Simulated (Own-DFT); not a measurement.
# Strain and stress in wurtzite GaN, 96 atoms (Ga48N48)

Calculated results; nothing here was measured. They come from Own-DFT, an in-house plane-wave density functional program, since retired, whose code no person has reviewed. Each row is one single-point run on a periodic cell that was not relaxed, without spin or spin-orbit coupling.

Settings of every run: PBE; PseudoDojo norm-conserving scalar-relativistic files (stringent for Ga); cutoff 96 hartree; 3 x 4 x 3 k mesh centred on Gamma; Gaussian smearing of 0.01 eV.

Known limits: forces on such cells passed a denser k mesh, each cell not checked; stress not checked against mesh or cutoff.

Unstrained cell vectors in Å: (12.756, 0.000, 0.000); (-4.784, 8.285, 0.000); (0.000, 0.000, 10.370). The unstrained cell has measured lattice constants (interpolated for alloys), not those of this functional. That, the random moves and any unrelaxed bonds set the pressure at no strain. Each run strains this cell uniformly, with the atoms carried along. Every atom was also moved at random, by a Gaussian of width 0.05 Å on each axis. Strain is the symmetric tensor, in per cent. Stress is positive in tension, and the pressure is minus a third of its trace.

```
run  e_xx (%)  e_yy (%)  e_zz (%)  s_xx (GPa)  s_yy (GPa)  s_zz (GPa)  P (GPa)  E (meV/atom)
  1      0.00      0.00      3.00       -4.04       -3.52        3.87     1.23           0.0
  2      0.00      0.00     -1.50       -7.75       -8.00      -13.81     9.85          13.9
  3      0.00      0.00     -0.75       -6.96       -7.01      -11.28     8.42          11.4
  4      0.00      0.00      2.25       -6.10       -6.17        2.72     3.18           8.7
  5      0.00      0.00      0.25       -9.34       -5.36       -5.56     6.75          16.1
  6      0.00      0.00      2.50       -4.92       -5.67        3.34     2.42           1.2
  7      0.00      0.00      1.25       -7.09       -4.57       -3.15     4.93          17.2
  8      0.00      0.00      1.00       -7.89       -5.18       -3.63     5.57          22.9
  9      0.00      0.00      2.00           ?           ?           ?        ?             ?
```

E is the free energy for each atom above the lowest run shown.

## Worked fit

The change of volume is close to e_xx + e_yy + e_zz. A straight line through the runs shown gives P = 7.16 - 187 x (fractional change of volume) GPa, with an error of 5 on the slope and a scatter of 0.22 GPa. The strain isn't the same on all axes and the cell isn't cubic, so the slope belongs to this path and is not the bulk modulus.

## Withheld run

Question: what pressure should run 9 give? Its volume changes by 2.00 %.

The line gives 3.4 GPa. The calculation gave 3.45 GPa.
